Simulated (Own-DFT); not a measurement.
Al3Ga5N8 (wurtzite random alloy, atoms displaced), Al3GaN4 (wurtzite random alloy, strained, atoms displaced), AlGa3N4 (wurtzite random alloy, strained, atoms displaced) (calculated)

All values are calculated (Own-DFT development build). A calculation, not a measurement: plane-wave PBE density functional theory by an unreviewed code, no spin, of a simulated periodic cell, stress positive in tension, free energy of the whole cell less one offset for each atom, forces on such cells passed a denser k mesh, this cell's mesh not checked; offsets are fitted by least squares, one for each functional and potential file, so energies compare only between cells with the same atoms and settings and are not formation energies; the far tail of each file's local potential was reset to the Coulomb form; each entry is a single point on an unrelaxed cell, so the pressure reflects the starting lattice, mostly measured values, from which strain is counted, and rises with the displacements; printed positions are rounded, which can move forces by about a meV/angstrom; the program is a retired in-house code; no spin-orbit coupling.

Common to all runs: functional PBE.

(1) 
```cif
# cell vector a (Å): 12.6405 0.0000 0.0000
# cell vector b (Å): -6.3203 10.9470 0.0000
# cell vector c (Å): 0.0000 0.0000 10.2177
data_Al3Ga5N8
_symmetry_space_group_name_H-M 'P 1'
_symmetry_Int_Tables_number 1
_cell_length_a 12.6405
_cell_length_b 12.6405
_cell_length_c 10.2177
_cell_angle_alpha 90.000
_cell_angle_beta 90.000
_cell_angle_gamma 120.000
_cell_volume 1413.88
loop_
_atom_site_label
_atom_site_type_symbol
_atom_site_fract_x
_atom_site_fract_y
_atom_site_fract_z
_atom_site_occupancy
Al1 Al 0.08581 0.16806 0.99712 1
Al2 Al 0.16407 0.08116 0.25154 1
N1 N 0.08371 0.16433 0.18468 1
N2 N 0.16723 0.08413 0.44392 1
Al3 Al 0.08297 0.16709 0.50163 1
Ga1 Ga 0.17007 0.08276 0.74813 1
N3 N 0.08366 0.16605 0.68636 1
N4 N 0.16639 0.08442 0.93733 1
Ga2 Ga 0.08655 0.41820 0.99520 1
Ga3 Ga 0.16741 0.33607 0.25153 1
N5 N 0.08226 0.41610 0.19176 1
N6 N 0.16882 0.33501 0.44503 1
Al4 Al 0.08447 0.41624 0.49790 1
Ga4 Ga 0.16671 0.33680 0.74879 1
N7 N 0.07962 0.41733 0.68847 1
N8 N 0.16096 0.33128 0.94070 1
Al5 Al 0.08303 0.66464 0.00211 1
Ga5 Ga 0.16470 0.58178 0.24814 1
N9 N 0.08924 0.66822 0.18748 1
N10 N 0.17473 0.58777 0.44033 1
Al6 Al 0.08601 0.66740 0.49704 1
Al7 Al 0.16377 0.57985 0.74846 1
N11 N 0.08459 0.67123 0.68942 1
N12 N 0.16444 0.58196 0.93692 1
Ga6 Ga 0.08396 0.91530 0.00611 1
Ga7 Ga 0.16380 0.82891 0.24656 1
N13 N 0.08760 0.91932 0.19034 1
N14 N 0.16835 0.83405 0.43850 1
Al8 Al 0.08136 0.91378 0.50341 1
Ga8 Ga 0.17188 0.83539 0.74920 1
N15 N 0.08492 0.91669 0.68999 1
N16 N 0.16893 0.83517 0.93716 1
Ga9 Ga 0.33185 0.16550 0.99774 1
Ga10 Ga 0.41284 0.08250 0.24808 1
N17 N 0.33280 0.16749 0.18835 1
N18 N 0.41739 0.08515 0.43395 1
Ga11 Ga 0.33385 0.16814 0.50424 1
Al9 Al 0.41244 0.07789 0.74719 1
N19 N 0.33854 0.17355 0.69436 1
N20 N 0.41593 0.08238 0.93583 1
Ga12 Ga 0.33115 0.41556 0.00058 1
Al10 Al 0.41310 0.33345 0.24769 1
N21 N 0.33590 0.41509 0.19230 1
N22 N 0.41994 0.33356 0.43968 1
Ga13 Ga 0.33256 0.41629 0.50483 1
Al11 Al 0.41824 0.33548 0.74515 1
N23 N 0.33508 0.42008 0.68848 1
N24 N 0.41329 0.32692 0.93957 1
Ga14 Ga 0.33817 0.67162 0.99938 1
Ga15 Ga 0.41509 0.58537 0.25490 1
N25 N 0.33135 0.66816 0.18774 1
N26 N 0.42076 0.58458 0.43634 1
Al12 Al 0.33866 0.67553 0.50476 1
Ga16 Ga 0.41410 0.58242 0.74553 1
N27 N 0.32977 0.66147 0.68892 1
N28 N 0.41666 0.58476 0.93933 1
Ga17 Ga 0.33140 0.91823 0.00132 1
Al13 Al 0.41826 0.83331 0.24906 1
N29 N 0.32813 0.91653 0.19516 1
N30 N 0.41835 0.83030 0.43791 1
Ga18 Ga 0.33174 0.91634 0.50063 1
Ga19 Ga 0.41368 0.82635 0.74807 1
N31 N 0.33537 0.91421 0.68970 1
N32 N 0.41815 0.83492 0.94327 1
Al14 Al 0.58285 0.16634 0.99811 1
Ga20 Ga 0.66944 0.08992 0.25093 1
N33 N 0.58071 0.16725 0.19305 1
N34 N 0.66635 0.08137 0.43813 1
Al15 Al 0.58289 0.16631 0.49859 1
Ga21 Ga 0.66756 0.08088 0.75277 1
N35 N 0.58528 0.16753 0.68944 1
N36 N 0.66596 0.08270 0.94338 1
Ga22 Ga 0.57836 0.41458 0.00189 1
Ga23 Ga 0.66862 0.33184 0.25613 1
N37 N 0.58278 0.41728 0.18953 1
N38 N 0.66490 0.33416 0.43603 1
Ga24 Ga 0.58589 0.41442 0.50185 1
Ga25 Ga 0.66488 0.33473 0.74893 1
N39 N 0.58574 0.41589 0.68781 1
N40 N 0.66563 0.33083 0.93920 1
Ga26 Ga 0.57860 0.66001 0.00299 1
Al16 Al 0.66714 0.57947 0.24629 1
N41 N 0.58610 0.66632 0.19351 1
N42 N 0.66375 0.58612 0.43723 1
Al17 Al 0.58801 0.66572 0.49640 1
Ga27 Ga 0.66728 0.58434 0.74966 1
N43 N 0.58234 0.66829 0.68891 1
N44 N 0.66850 0.58411 0.94284 1
Ga28 Ga 0.58585 0.92128 0.99884 1
Ga29 Ga 0.66405 0.83228 0.25321 1
N45 N 0.58255 0.91769 0.18853 1
N46 N 0.66393 0.83079 0.43620 1
Ga30 Ga 0.58871 0.91594 0.50173 1
Ga31 Ga 0.66492 0.83286 0.74967 1
N47 N 0.58281 0.91315 0.69585 1
N48 N 0.66438 0.82715 0.94213 1
Al18 Al 0.83198 0.16719 0.00617 1
Ga32 Ga 0.91537 0.08227 0.25360 1
N49 N 0.83594 0.16450 0.18816 1
N50 N 0.91626 0.08603 0.43964 1
Ga33 Ga 0.83222 0.16831 0.49701 1
Ga34 Ga 0.91803 0.08470 0.74947 1
N51 N 0.82945 0.16653 0.69137 1
N52 N 0.91736 0.08008 0.94005 1
Ga35 Ga 0.83144 0.42221 0.00021 1
Ga36 Ga 0.91838 0.33828 0.24623 1
N53 N 0.83159 0.41382 0.19015 1
N54 N 0.91538 0.33173 0.43853 1
Al19 Al 0.83372 0.41752 0.49751 1
Ga37 Ga 0.91859 0.33793 0.75103 1
N55 N 0.83107 0.41193 0.68634 1
N56 N 0.91744 0.33498 0.93942 1
Al20 Al 0.83523 0.66652 0.00283 1
Ga38 Ga 0.91654 0.58027 0.25190 1
N57 N 0.83169 0.67004 0.18853 1
N58 N 0.91638 0.58304 0.43436 1
Ga39 Ga 0.83583 0.66787 0.50431 1
Al21 Al 0.91595 0.58368 0.74830 1
N59 N 0.83843 0.67101 0.69282 1
N60 N 0.91382 0.58378 0.94118 1
Al22 Al 0.83252 0.91306 0.00405 1
Ga40 Ga 0.91438 0.83571 0.25070 1
N61 N 0.83509 0.92258 0.18434 1
N62 N 0.91720 0.83387 0.44000 1
Al23 Al 0.82765 0.91138 0.50114 1
Al24 Al 0.91463 0.83334 0.75121 1
N63 N 0.83441 0.91479 0.68879 1
N64 N 0.91567 0.83302 0.93842 1
_calc_potential_files 'PseudoDojo norm-conserving, scalar-relativistic, standard set'
_calc_wave_cutoff 42  # hartree
_calc_occupations 'Fermi-Dirac'
_calc_smearing_width 0.05  # eV
_calc_k_mesh '3 x 3 x 3 centred on Gamma'
_calc_free_energy_of_cell_above_offsets '-3.660'  # eV
_calc_pressure 5.9  # GPa
_calc_stress_xx -5.23  # GPa
_calc_stress_yy -5.89  # GPa
_calc_stress_zz -6.57  # GPa
_calc_stress_yz 0  # GPa
_calc_stress_xz -0.13  # GPa
_calc_stress_xy 0.42  # GPa
```

Force:
```csv
element,x (eV/Å),y (eV/Å),z (eV/Å)
Al,-0.635,-0.929,0.261
Al,0.449,0.853,0.138
N,0.445,0.23,0.347
N,-0.944,-0.797,-0.721
Al,0.056,-0.188,-0.355
Ga,-0.726,0.205,0.291
N,0.165,0.59,-0.278
N,-0.532,-0.089,0.362
Ga,-1.15,-0.124,0.99
Ga,0.47,-0.995,0.079
N,0.384,0.32,-0.76
N,-1.114,-0.817,-0.185
Al,-0.333,0.466,0.112
Ga,0.074,-0.829,0.074
N,0.928,0.884,-1.039
N,1.404,-0.488,-0.449
Al,-0.031,0.397,-0.957
Ga,0.981,0.282,0.686
N,-1.496,-1.081,-0.944
N,-0.916,-0.646,0.803
Al,0.032,0.06,0.343
Al,-0.436,0.761,0.082
N,0.18,-2.002,-0.668
N,-0.239,1.109,-0.553
Ga,-0.493,0.421,-1.405
Ga,-0.137,0.948,1.062
N,-0.851,0.001,0.836
N,-1.373,-0.85,0.605
Al,0.307,0.66,-0.42
Ga,-0.988,-0.189,0.301
N,-0.806,-0.62,-0.616
N,-0.393,-1.541,0.828
Ga,0.09,-0.687,0.476
Ga,-0.002,0.258,0.05
N,-1.121,0.34,0.549
N,0.684,0.067,1.756
Ga,0.23,-0.083,-0.604
Al,0.81,1.252,0.378
N,0.828,-0.884,-0.185
N,0.855,0.452,-0.376
Ga,0.165,-0.019,0.003
Al,1.374,-0.462,0.747
N,-0.682,0.426,-0.33
N,-0.695,0.097,-0.755
Ga,0.833,0.589,-1.411
Al,0.056,0.287,1.044
N,0.716,-1.31,0.99
N,-0.494,1.673,-1.635
Ga,-0.622,-0.79,0.168
Ga,0.48,-0.124,-1.036
N,0.457,0.559,0.415
N,-0.603,0.813,2.284
Al,0.56,-1.846,-0.972
Ga,0.851,0.558,0.999
N,-1.142,0.044,-0.533
N,-0.262,-0.943,-0.468
Ga,0.657,-0.087,0.451
Al,-0.57,0.301,0.04
N,1.978,-0.604,-0.747
N,-0.195,0.68,-0.227
Ga,0.812,0.346,-0.76
Ga,0.193,0.718,1.072
N,-0.004,1.072,-0.133
N,-0.426,0.315,-0.967
Al,-0.252,-0.064,0.364
Ga,0.118,-1.161,-0.418
N,0.38,0.031,-1.734
N,-1.037,0.675,0.64
Al,0.025,-0.242,0.228
Ga,-0.719,0.406,0.088
N,-1.171,-1.056,-0.866
N,0.073,1.751,0.146
Ga,0.745,0.016,-0.231
Ga,-1.27,0.126,-1.661
N,-0.368,-0.222,0.789
N,1.914,-0.714,1.946
Ga,-1.082,1.003,-0.719
Ga,0.944,-0.851,0.599
N,-1.625,0.393,0.55
N,-0.406,-0.351,0.297
Ga,0.403,1.009,0.236
Al,-0.591,0.665,0.633
N,0.07,-0.7,-0.077
N,1.637,-0.55,-0.397
Al,-1.629,0.063,0.514
Ga,-0.123,0.184,0.466
N,0.464,-0.594,-1.385
N,0.679,-0.223,-0.329
Ga,0.628,-1.426,0.488
Ga,0.23,0.407,-1.535
N,-0.559,-0.097,0.644
N,1.55,-0.274,1.536
Ga,-1.283,0.173,0.2
Ga,1.092,-0.257,1.173
N,-0.669,0.431,-1.126
N,0.48,1.109,0.054
Al,0.858,-0.123,-1.357
Ga,0.696,0.59,-0.511
N,-0.958,1.065,-0.239
N,1.059,-1.217,1.034
Ga,0.126,-0.359,0.974
Ga,-0.337,-0.189,0.373
N,1.027,0.323,-0.512
N,-0.566,0.433,0.8
Ga,0.621,-1.413,-0.136
Ga,0.463,-1.532,0.539
N,-0.289,0.772,-0.321
N,0.047,1.855,0.202
Al,0.067,-0.424,0.217
Ga,-0.436,-1.409,0.286
N,-0.494,2.258,-0.698
N,-0.468,-0.77,0.809
Al,-0.781,0.556,-0.391
Ga,-0.478,0.946,-1.195
N,0.491,-1.018,-0.253
N,1.024,-0.311,1.875
Ga,-0.674,-0.275,-0.764
Al,0.446,-0.139,0.295
N,0.174,-0.477,0.184
N,0.783,1.346,-0.78
Al,-0.388,0.415,-1.335
Ga,0.385,0.114,-0.195
N,-0.099,-1.275,0.588
N,-0.23,0.793,0.63
Al,0.6,1.04,-0.104
Al,0.749,0.624,0.398
N,0.031,-0.232,-0.826
N,-0.186,-0.637,0.17
```

(2) 
```cif
# cell vector a (Å): 9.2294 0.0000 0.0000
# cell vector b (Å): -4.6147 7.9929 0.0000
# cell vector c (Å): 0.0000 0.0000 10.0655
data_Al3GaN4
_symmetry_space_group_name_H-M 'P 1'
_symmetry_Int_Tables_number 1
_cell_length_a 9.2294
_cell_length_b 9.2294
_cell_length_c 10.0655
_cell_angle_alpha 90.000
_cell_angle_beta 90.000
_cell_angle_gamma 120.000
_cell_volume 742.53
loop_
_atom_site_label
_atom_site_type_symbol
_atom_site_fract_x
_atom_site_fract_y
_atom_site_fract_z
_atom_site_occupancy
Al1 Al 0.12183 0.23249 0.99171 1
Ga1 Ga 0.21585 0.11300 0.25887 1
N1 N 0.10576 0.22455 0.18996 1
N2 N 0.22602 0.11052 0.44870 1
Ga2 Ga 0.10176 0.21275 0.49859 1
Al2 Al 0.23264 0.11549 0.74992 1
N3 N 0.11096 0.22145 0.68350 1
N4 N 0.22385 0.11030 0.93302 1
Al3 Al 0.12277 0.56578 0.99455 1
Ga3 Ga 0.23218 0.44398 0.24248 1
N5 N 0.11020 0.55571 0.19550 1
N6 N 0.22231 0.44703 0.44474 1
Al4 Al 0.11056 0.55174 0.50434 1
Al5 Al 0.22866 0.44616 0.75001 1
N7 N 0.11277 0.55627 0.68473 1
N8 N 0.21495 0.44175 0.93958 1
Al6 Al 0.11616 0.88625 0.00178 1
Ga4 Ga 0.22777 0.78346 0.24626 1
N9 N 0.10353 0.88154 0.18620 1
N10 N 0.21495 0.77429 0.44691 1
Al7 Al 0.11044 0.88981 0.49225 1
Ga5 Ga 0.21529 0.77834 0.75075 1
N11 N 0.11552 0.88839 0.70290 1
N12 N 0.21877 0.77165 0.94882 1
Al8 Al 0.44074 0.20641 0.00952 1
Al9 Al 0.55876 0.10529 0.24596 1
N13 N 0.45364 0.23159 0.19123 1
N14 N 0.55954 0.10768 0.43243 1
Ga6 Ga 0.44132 0.22555 0.50733 1
Al10 Al 0.56077 0.11881 0.74987 1
N15 N 0.43864 0.22631 0.68226 1
N16 N 0.54659 0.09842 0.93785 1
Al11 Al 0.44734 0.56122 0.99655 1
Al12 Al 0.56100 0.44921 0.25158 1
N17 N 0.44235 0.54593 0.19119 1
N18 N 0.55912 0.45369 0.44400 1
Al13 Al 0.44568 0.55838 0.50123 1
Al14 Al 0.55866 0.43531 0.74876 1
N19 N 0.44379 0.55976 0.68846 1
N20 N 0.55041 0.45005 0.93521 1
Al15 Al 0.44291 0.87566 0.00653 1
Al16 Al 0.55758 0.78784 0.24828 1
N21 N 0.44357 0.86953 0.18999 1
N22 N 0.55931 0.78293 0.44145 1
Al17 Al 0.44221 0.89274 0.50152 1
Ga7 Ga 0.55808 0.77420 0.74509 1
N23 N 0.44404 0.89277 0.69337 1
N24 N 0.55286 0.77531 0.94619 1
Al18 Al 0.78064 0.22294 0.00202 1
Al19 Al 0.88957 0.11529 0.24633 1
N25 N 0.77245 0.22545 0.19468 1
N26 N 0.89734 0.11683 0.43653 1
Al20 Al 0.78506 0.22132 0.50944 1
Al21 Al 0.89357 0.12718 0.74541 1
N27 N 0.77652 0.22017 0.69214 1
N28 N 0.87671 0.09906 0.93719 1
Al22 Al 0.77317 0.55131 0.00555 1
Al23 Al 0.89601 0.45397 0.24908 1
N29 N 0.77162 0.55942 0.18718 1
N30 N 0.88347 0.43794 0.44117 1
Al24 Al 0.78125 0.55475 0.49893 1
Al25 Al 0.89710 0.43977 0.74803 1
N31 N 0.77547 0.54864 0.69723 1
N32 N 0.88258 0.44501 0.94046 1
Ga8 Ga 0.76632 0.87643 0.99998 1
Al26 Al 0.88967 0.77389 0.25276 1
N33 N 0.78038 0.88960 0.19801 1
N34 N 0.90126 0.79593 0.42914 1
Al27 Al 0.77722 0.88846 0.50162 1
Ga9 Ga 0.88473 0.78816 0.74266 1
N35 N 0.78156 0.89165 0.69811 1
N36 N 0.89065 0.77960 0.94230 1
_calc_potential_files 'PseudoDojo norm-conserving, scalar-relativistic, standard set'
_calc_wave_cutoff 42  # hartree
_calc_occupations 'Fermi-Dirac'
_calc_smearing_width 0.1  # eV
_calc_k_mesh '4 x 4 x 3 centred on Gamma'
_calc_free_energy_of_cell_above_offsets '-14.126'  # eV
_calc_pressure 15.09  # GPa
_calc_stress_xx -20.13  # GPa
_calc_stress_yy -16.18  # GPa
_calc_stress_zz -8.97  # GPa
_calc_stress_yz 0.37  # GPa
_calc_stress_xz 0.31  # GPa
_calc_stress_xy -0.05  # GPa
```

Force:
```csv
element,x (eV/Å),y (eV/Å),z (eV/Å)
Al,-1.02,-3.465,1.276
Ga,1.004,-0.196,-1.145
N,0.476,-1.044,-1.784
N,-0.776,-0.845,-1.202
Ga,2.12,2.657,0.338
Al,-2.091,-1.145,0.141
N,0.381,0.424,2.582
N,0.29,0.231,1.439
Al,-2.135,-3.523,2.112
Ga,-2.769,0.104,2.523
N,0.356,-0.012,-2.07
N,0.744,-0.011,-0.543
Al,-0.348,0.253,-1.508
Al,-0.765,-0.238,-0.652
N,0.506,-1.305,1.408
N,1.052,1.861,-1.055
Al,-2.161,0.463,-0.78
Ga,-1.051,-1.261,1.799
N,0.341,1.381,0.152
N,0.93,0.382,-0.539
Al,0.888,-0.159,2.162
Ga,2.592,-0.91,1.011
N,-2.552,2.303,-3.233
N,0.985,2.33,-0.874
Al,-0.847,1.955,-1.474
Al,-1.33,0.274,0.917
N,-0.001,-1.922,0.352
N,-0.032,0.354,1.2
Ga,2.196,0.458,-3.401
Al,-1.128,-1.599,0.564
N,2.216,-0.524,3.455
N,0.636,0.749,0.764
Al,-0.02,-1.9,1.056
Al,-0.536,-0.513,0.835
N,1.971,3.145,-1.65
N,0.487,0.052,-0.982
Al,-0.718,0.245,-0.249
Al,-1.504,2.001,0.877
N,1.173,-2.272,-0.269
N,1.245,-1.707,0.506
Al,-1.049,1.384,-1.295
Al,3.97,-3.235,2.244
N,-2.187,4.007,-1.456
N,-0.564,-0.269,-0.124
Al,0.253,-0.59,0.279
Ga,-1.357,1.336,1.402
N,0.32,0.845,-0.93
N,-1.514,-0.943,-1.506
Al,-0.459,-0.426,-0.026
Al,-0.606,-0.407,0.455
N,1.567,0.363,-1.424
N,-3.281,-2.222,-0.375
Al,-1.274,-0.334,-2.548
Al,1.748,-2.754,2.036
N,-0.562,0.849,-0.672
N,0.875,2.878,-0.361
Al,-0.568,1.023,-1.855
Al,-1.115,-1.342,0.561
N,1.772,-0.289,1
N,0.548,0.825,-0.046
Al,-0.293,0.604,0.818
Al,-1.78,1.48,1.118
N,0.985,0.318,-2.086
N,1.689,-0.364,-0.284
Ga,2.238,1.536,1.296
Al,-1.078,0.723,-1.644
N,-0.461,0.156,-0.344
N,-0.887,-2.198,2.568
Al,0.056,0.722,-0.465
Ga,3.988,-2.865,2.931
N,-2.794,3.252,-3.407
N,1.015,-1.136,0.08
```

(3) 
```cif
# cell vector a (Å): 9.5092 0.0000 0.0000
# cell vector b (Å): -4.7546 8.2353 0.0000
# cell vector c (Å): 0.0000 0.0000 10.4482
data_AlGa3N4
_symmetry_space_group_name_H-M 'P 1'
_symmetry_Int_Tables_number 1
_cell_length_a 9.5092
_cell_length_b 9.5093
_cell_length_c 10.4482
_cell_angle_alpha 90.000
_cell_angle_beta 90.000
_cell_angle_gamma 120.000
_cell_volume 818.21
loop_
_atom_site_label
_atom_site_type_symbol
_atom_site_fract_x
_atom_site_fract_y
_atom_site_fract_z
_atom_site_occupancy
Ga1 Ga 0.09941 0.22600 0.00031 1
Ga2 Ga 0.20176 0.09875 0.25075 1
N1 N 0.11100 0.22459 0.20323 1
N2 N 0.22551 0.11715 0.43903 1
Ga3 Ga 0.11209 0.22319 0.49066 1
Ga4 Ga 0.22401 0.11015 0.74926 1
N3 N 0.10552 0.21892 0.68988 1
N4 N 0.20882 0.09963 0.94595 1
Al1 Al 0.12066 0.55777 0.00036 1
Al2 Al 0.21780 0.43849 0.25689 1
N5 N 0.11731 0.55869 0.19304 1
N6 N 0.22447 0.44399 0.45158 1
Ga5 Ga 0.10981 0.55705 0.49810 1
Al3 Al 0.22677 0.44878 0.75212 1
N7 N 0.11247 0.55409 0.68665 1
N8 N 0.21845 0.44727 0.93892 1
Ga6 Ga 0.11972 0.89947 0.00087 1
Ga7 Ga 0.22348 0.77539 0.25372 1
N9 N 0.10451 0.89118 0.18367 1
N10 N 0.22280 0.77547 0.44590 1
Ga8 Ga 0.11112 0.88316 0.49682 1
Al4 Al 0.21354 0.76651 0.75082 1
N11 N 0.09515 0.88082 0.68181 1
N12 N 0.22506 0.77102 0.94194 1
Ga9 Ga 0.45157 0.23455 0.00281 1
Al5 Al 0.55176 0.10514 0.24517 1
N13 N 0.43689 0.22413 0.18775 1
N14 N 0.54323 0.10364 0.43804 1
Ga10 Ga 0.44128 0.22158 0.49956 1
Ga11 Ga 0.55686 0.10576 0.73908 1
N15 N 0.44092 0.21898 0.68770 1
N16 N 0.55503 0.12043 0.94545 1
Ga12 Ga 0.45207 0.55867 0.99958 1
Ga13 Ga 0.54926 0.44708 0.25304 1
N17 N 0.45277 0.55860 0.19146 1
N18 N 0.56357 0.44324 0.43053 1
Ga14 Ga 0.45090 0.54135 0.50588 1
Ga15 Ga 0.55462 0.44238 0.75208 1
N19 N 0.45515 0.56107 0.69699 1
N20 N 0.54713 0.44511 0.94695 1
Ga16 Ga 0.44942 0.90190 0.99444 1
Ga17 Ga 0.55671 0.77165 0.24791 1
N21 N 0.44724 0.88520 0.18963 1
N22 N 0.54506 0.77231 0.44464 1
Ga18 Ga 0.44644 0.88504 0.50042 1
Ga19 Ga 0.55694 0.78160 0.75171 1
N23 N 0.45145 0.89652 0.68531 1
N24 N 0.55168 0.77945 0.93942 1
Al6 Al 0.77914 0.22039 0.99826 1
Ga20 Ga 0.89306 0.10217 0.24672 1
N25 N 0.77508 0.21920 0.18823 1
N26 N 0.89355 0.11536 0.43854 1
Ga21 Ga 0.77169 0.22468 0.50003 1
Al7 Al 0.88356 0.11350 0.74966 1
N27 N 0.78051 0.21566 0.69252 1
N28 N 0.88845 0.11686 0.94639 1
Al8 Al 0.78035 0.56435 0.99989 1
Ga22 Ga 0.89490 0.44211 0.25626 1
N29 N 0.78469 0.54950 0.19824 1
N30 N 0.89773 0.45226 0.43676 1
Ga23 Ga 0.77497 0.55979 0.50612 1
Ga24 Ga 0.88376 0.44191 0.74998 1
N31 N 0.77523 0.54912 0.69479 1
N32 N 0.89797 0.43884 0.93231 1
Ga25 Ga 0.77741 0.89367 0.99547 1
Ga26 Ga 0.90026 0.79102 0.25740 1
N33 N 0.77537 0.89716 0.19079 1
N34 N 0.89715 0.77760 0.43630 1
Ga27 Ga 0.77668 0.88989 0.49571 1
Al9 Al 0.89333 0.78552 0.76037 1
N35 N 0.78120 0.88452 0.68965 1
N36 N 0.88432 0.76933 0.94845 1
_calc_potential_files 'PseudoDojo norm-conserving, scalar-relativistic, standard set with the stringent files for Ga'
_calc_wave_cutoff 96  # hartree
_calc_occupations 'Gaussian'
_calc_smearing_width 0.01  # eV
_calc_k_mesh '4 x 4 x 3 centred on Gamma'
_calc_free_energy_of_cell_above_offsets '-8.614'  # eV
_calc_pressure 4.13  # GPa
_calc_stress_xx -5.41  # GPa
_calc_stress_yy -8.13  # GPa
_calc_stress_zz 1.15  # GPa
_calc_stress_yz 0.25  # GPa
_calc_stress_xz -0.03  # GPa
_calc_stress_xy 0.63  # GPa
```

Force:
```csv
element,x (eV/Å),y (eV/Å),z (eV/Å)
Ga,2.44,0.374,0.734
Ga,2.678,1.922,0.333
N,-0.216,1.036,-1.903
N,-0.117,-1.49,-0.407
Ga,-0.286,-0.425,2.198
Ga,-1.427,-0.64,0.374
N,-0.027,0.957,0.576
N,0.197,4.1,-1.835
Al,-1.461,-0.281,0.702
Al,0.552,1.554,0.242
N,0.903,-1.14,-0.93
N,0.408,0.732,-2.258
Ga,0.989,-0.405,1.174
Al,-0.302,-0.943,-0.54
N,0.416,0.164,0.694
N,1.15,0.005,-0.457
Ga,0.177,-3.657,0.54
Ga,-0.007,0.737,-0.165
N,1.717,-0.773,0.597
N,0.147,0.493,-1.327
Ga,-0.027,1.364,0.908
Al,-0.039,1.243,-0.174
N,1.948,-0.095,1.782
N,-0.892,0.645,-1.294
Ga,-1.122,-1.857,0.921
Al,-0.336,0.909,0.294
N,0.771,-1.091,0.844
N,1.031,0.834,-0.911
Ga,0.452,-0.108,-0.238
Ga,-0.795,1.649,1.824
N,0.579,0.483,0.02
N,1.422,0.239,-1.525
Ga,-2.334,0.441,0.971
Ga,2.543,-0.964,-1.276
N,-2.45,-0.968,-0.633
N,-0.434,-0.227,2.169
Ga,-1.532,1.461,0.169
Ga,0.176,-0.311,0.877
N,-1.511,-1.153,-0.598
N,2.801,0.968,-1.71
Ga,-0.104,-1.19,1.226
Ga,-0.779,1.047,1.106
N,-0.772,0.808,-0.182
N,2.328,-0.812,-0.987
Ga,-0.943,0.409,0.183
Ga,0.454,0.222,-0.203
N,-1.303,-2.675,0.7
N,0.537,0.484,-0.209
Al,-1.263,1.208,1.087
Ga,-2.504,2.292,1.322
N,0.008,-0.35,-0.431
N,-1.179,-0.728,-0.295
Ga,0.766,-0.219,-0.493
Al,2.406,-0.933,0.173
N,-1.053,0.784,-1.015
N,-1.044,-1.12,-2.162
Al,0.981,-2.878,1.771
Ga,-0.581,-0.444,-1.212
N,-1.57,1.369,-1.938
N,-1.348,-1.126,1.396
Ga,1.323,-0.216,-0.498
Ga,1.48,-0.179,0.227
N,-0.585,1.667,-0.373
N,-1.151,0.755,1.877
Ga,0.15,-0.677,1.063
Ga,-1.42,-2.67,-1.521
N,1.254,-2.44,-1.043
N,-1.651,0.125,0.779
Ga,0.166,-0.027,0.739
Al,-0.397,-1.173,-0.599
N,-0.281,1.039,0.723
N,-0.112,1.868,-1.972
```
